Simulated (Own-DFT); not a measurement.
# What a defect does to the pressure of its cell: grey tin

Everything here is calculated. The program is Own-DFT (plane waves, in-house, since retired, never reviewed by a person); positions were held fixed, and spin and spin-orbit coupling were off.

Method: PBE; PseudoDojo norm-conserving scalar-relativistic files; cutoff 42 hartree; 3 x 3 x 3 k mesh centred on Gamma; cold (Marzari-Vanderbilt) smearing of 0.2 eV.

Known weak points (not all hold for every row): not probed for a lower state with spin; forces on such cells moved up to 12 meV/angstrom on a denser k mesh; stress not checked against mesh or cutoff.

All runs share one cell, with vectors in Å (12.978, 0.000, 0.000); (0.000, 12.978, 0.000); (0.000, 0.000, 12.978) and a volume of 2185.9 Å³. u is the rms random offset of the atoms per axis. The defect's site can differ from row to row.

| cell | formula | u (Å) | P (GPa) |
|---|---|---|---|
| no defect | Sn64 | 0.0192 | 3.37 |
| no defect | Sn64 | 0.0200 | 3.37 |
| no defect | Sn64 | 0.0547 | 3.72 |
| two Sn vacancies | Sn62 | 0.0304 | 3.12 |
| two Sn vacancies | Sn62 | 0.0307 | ? |
| two Sn vacancies | Sn62 | 0.0485 | 3.32 |
| two Sn vacancies | Sn62 | 0.0526 | 3.34 |
| one Sn vacancy | Sn63 | 0.0298 | 3.21 |
| one Sn vacancy | Sn63 | 0.0317 | 3.28 |
| one Sn vacancy | Sn63 | 0.0520 | 3.39 |

## Worked fit

P = P0 + c u² + a shift for each defect gives P0 = 3.34 GPa, c = 120 ± 12 GPa/Å² and a scatter of 0.03 GPa. The shifts, and each times the cell's volume:

- one Sn vacancy: -0.23 ± 0.03 GPa, -3.1 eV
- two Sn vacancies: -0.32 ± 0.03 GPa, -4.4 eV (-2.2 eV for each of its 2 sites)

Against the defect-free cell, a freed cell would be larger where the shift is positive and smaller where it is negative (160.2 GPa Å³ is 1 eV). The atoms around the defects weren't relaxed, which would change these numbers.

## Test on the hidden row

Question: what pressure belongs in the blank (two Sn vacancies, u = 0.0307 Å)?

From the fit: 3.13 ± 0.04 GPa. Computed: 3.13 GPa.
